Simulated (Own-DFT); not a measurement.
Ti$_{20}$Si$_{39}$ (C49 TiSi2 crystal with one vacancy, atoms displaced) (calculated)

A calculation, not a measurement: plane-wave density functional theory by an unreviewed code, no spin, of a simulated periodic cell, stress positive in tension, run twice, with PBE and with PBEsol, both on files made for PBE, so the change isn't that of files made for PBEsol, forces on such cells moved up to 12 meV/angstrom on a denser k mesh; the far tail of each file's local potential was reset to the Coulomb form; each entry is a single point on an unrelaxed cell, so the pressure reflects the starting lattice, taken from the Materials Project, from which strain is counted, and rises with the displacements; printed positions are rounded, which can move forces by about a meV/angstrom; the program, named Own-DFT, is a retired in-house code; no spin-orbit coupling; stress was not checked against mesh or cutoff. Program: Own-DFT development build.

### Ti$_{20}$Si$_{39}$ (C49 TiSi2 crystal with one vacancy, atoms displaced)

```xyz
59
Lattice="5.2953 -6.7593 3.5652 7.0604 0.0000 -7.1303 5.2953 6.7593 3.5652" Properties=species:S:1:pos:R:3 Ti20Si39
Ti    12.3624    -5.4826    -2.5605
Ti    14.2572    -1.4026    -0.9710
Si    12.4795    -0.6481    -2.5729
Si     8.8446     0.6995    -4.5965
Si     7.0584    -3.4803     4.4578
Si    12.4239    -3.4234    -0.9243
Ti     8.8483    -5.4380     0.8946
Ti    10.6159    -1.2656     2.5846
Si     9.0557    -0.7318     1.0132
Si     5.3056     0.6993    -0.8398
Si    10.6631    -3.3135     0.7934
Ti    14.1058     1.5072     0.8354
Ti    10.7530    -1.4319    -0.9004
Si     8.8657    -0.7293    -2.7064
Si    10.5881    -5.9122    -0.8738
Si    10.4239    -3.4012    -2.6050
Si     8.9440    -3.4419    -0.8521
Ti     7.1032     1.4921     4.5499
Ti    10.5485    -1.3930    -4.4703
Si     1.6017    -0.7072     0.9650
Si    15.8015     0.7867    -0.7836
Si     8.8631     3.3082     4.4169
Si    14.0617     3.3607    -0.9127
Ti    10.6824     1.5106     4.4000
Ti     7.1183    -1.4761     2.6909
Si     5.3479    -0.6554     0.9356
Si     7.0997    -5.9300     2.5833
Si     7.0245    -3.3754     0.9216
Si     5.1733    -3.4796     2.6864
Ti    10.5054     1.2656     0.8816
Ti     7.0736    -1.3970    -0.9111
Si     5.1604    -0.9037    -2.6893
Si    12.3278     0.8284     2.5832
Si     7.0834    -3.3593    -2.6129
Si     5.3219    -3.3462    -0.7832
Ti    10.5231     1.5925    -2.7566
Ti     6.9883    -1.3478    -4.3736
Si    15.9155    -0.7014     0.7892
Si    12.1915     0.8896    -0.9112
Si    12.3651     3.2415    -2.6268
Si    10.5122     3.4294    -0.9834
Ti     7.1612     1.3855     0.8269
Ti     3.6161    -1.3947    -0.9370
Si     7.1536     5.8832     0.9378
Si     8.7238     0.7925     2.7099
Si     8.8958     3.4283     0.9259
Si     7.0798     3.4118     2.6497
Ti     7.0434     1.4866    -2.6213
Ti     8.7880     5.3081    -0.9793
Si    12.2711    -0.6909     0.8988
Si     8.8787     0.7748    -0.8572
Si     8.7880     3.4821    -2.6832
Si     7.1439     3.3958    -0.8467
Ti     3.6440     1.4626     0.7909
Ti     5.3696     5.3667     2.6444
Si     8.8670    -0.7496     4.4178
Si     5.3268     0.7173     2.7618
Si     5.3511     3.2671     0.8029
Si    10.7020     3.3621    -4.4510
```

* functional: PBE, then PBEsol
* potential files: PseudoDojo norm-conserving, scalar-relativistic, standard set
* wave cutoff: 42 hartree
* occupations: cold (Marzari-Vanderbilt)
* smearing width: 0.2 eV
* k mesh: 4 x 4 x 4 centred on Gamma
* PBE pressure: 4.65 GPa
* PBE stress xx: -3.71 GPa
* PBE stress yy: -5.43 GPa
* PBE stress zz: -4.81 GPa
* PBE stress yz: -0.34 GPa
* PBE stress xz: 0.12 GPa
* PBE stress xy: -0.37 GPa
* PBEsol pressure: 1.38 GPa
* PBEsol stress xx: -0.31 GPa
* PBEsol stress yy: -1.95 GPa
* PBEsol stress zz: -1.87 GPa
* PBEsol stress yz: -0.35 GPa
* PBEsol stress xz: 0.12 GPa
* PBEsol stress xy: -0.35 GPa
* rms change of force components from PBE to PBEsol: 0.027 eV/Å

Force:
```csv
force element,PBE force x (eV/Å),PBE force y (eV/Å),PBE force z (eV/Å),PBEsol force x (eV/Å),PBEsol force y (eV/Å),PBEsol force z (eV/Å)
Ti,-0.853,1.496,-1.778,-0.844,1.449,-1.762
Ti,-1.387,0.163,0.879,-1.375,0.19,0.876
Si,-0.471,-1.566,-0.867,-0.447,-1.643,-0.847
Si,0.716,2.265,3.09,0.715,2.336,3.103
Si,0.471,0.459,-0.629,0.501,0.457,-0.648
Si,-0.098,0.234,-0.093,-0.114,0.227,-0.096
Ti,0.097,0.692,-0.668,0.096,0.631,-0.685
Ti,1.671,-1.539,2.718,1.693,-1.45,2.683
Si,-2.92,-1.386,-2.432,-2.87,-1.413,-2.426
Si,0.272,1.225,-1.867,0.268,1.272,-1.884
Si,-0.21,-0.34,1.586,-0.2,-0.332,1.611
Ti,-0.827,-1.97,0.917,-0.809,-1.957,0.906
Ti,-1.732,0.729,-0.824,-1.724,0.746,-0.798
Si,-0.168,-0.218,0.698,-0.171,-0.272,0.689
Si,-0.313,-0.499,0.329,-0.301,-0.463,0.333
Si,2.021,0.743,-1.198,2.022,0.74,-1.205
Si,-1.631,0.622,0.963,-1.658,0.606,0.964
Ti,-0.548,-1.601,-0.653,-0.552,-1.601,-0.64
Ti,0.839,-0.031,0.16,0.824,-0.001,0.163
Si,1.441,-2.246,-2.766,1.4,-2.306,-2.79
Si,1.34,1.114,-2.452,1.308,1.178,-2.468
Si,-0.6,1.14,0.369,-0.614,1.12,0.374
Si,0.39,1.05,0.271,0.404,1.028,0.269
Ti,-1.568,-2.394,0.469,-1.562,-2.371,0.456
Ti,-0.741,0.725,0.007,-0.763,0.802,0.015
Si,-0.034,-1.7,0.239,-0.032,-1.76,0.235
Si,-0.04,0.184,1.175,-0.036,0.224,1.168
Si,1.25,0.275,0.378,1.259,0.267,0.396
Si,0.917,0.629,0.621,0.926,0.624,0.618
Ti,1.003,2.708,0.555,0.996,2.635,0.555
Ti,0.36,0.241,0.16,0.335,0.258,0.15
Si,1.35,0.806,-0.44,1.328,0.769,-0.44
Si,0.664,0.206,1.43,0.649,0.247,1.448
Si,-0.542,0.162,-0.342,-0.535,0.168,-0.344
Si,0.404,0.053,-1.099,0.4,0.058,-1.1
Ti,0.147,-3.027,0.659,0.163,-3.015,0.673
Ti,0.148,-0.7,-0.5,0.16,-0.664,-0.508
Si,-0.081,-1.649,2.308,-0.066,-1.714,2.326
Si,0.975,0.437,0.323,0.953,0.494,0.338
Si,0.058,1.863,-0.433,0.055,1.829,-0.441
Si,0.729,-0.186,0.847,0.726,-0.177,0.839
Ti,-0.643,-0.138,0.856,-0.641,-0.151,0.844
Ti,-1.234,-0.202,1.771,-1.217,-0.189,1.739
Si,-0.705,0.471,-1.221,-0.689,0.431,-1.231
Si,0.785,0.822,0.108,0.775,0.878,0.093
Si,-0.017,-0.505,-0.184,-0.017,-0.498,-0.179
Si,-0.164,-0.258,-0.048,-0.168,-0.248,-0.038
Ti,0.773,-1.332,-0.472,0.778,-1.334,-0.481
Ti,0.388,1.775,0.508,0.393,1.76,0.523
Si,1.665,-0.743,-1.095,1.631,-0.805,-1.097
Si,-0.389,-0.166,-1.123,-0.391,-0.107,-1.103
Si,0.06,-0.435,-0.656,0.069,-0.427,-0.658
Si,-0.878,-0.06,-0.431,-0.867,-0.062,-0.444
Ti,-1.343,-1.245,1.341,-1.325,-1.303,1.371
Ti,-0.706,0.13,0.05,-0.707,0.152,0.06
Si,0.59,-0.53,0.476,0.585,-0.588,0.494
Si,0.023,1.17,-0.896,0.02,1.237,-0.899
Si,-0.266,1.323,-0.034,-0.293,1.297,-0.044
Si,-0.436,0.753,-1.06,-0.446,0.743,-1.055
```
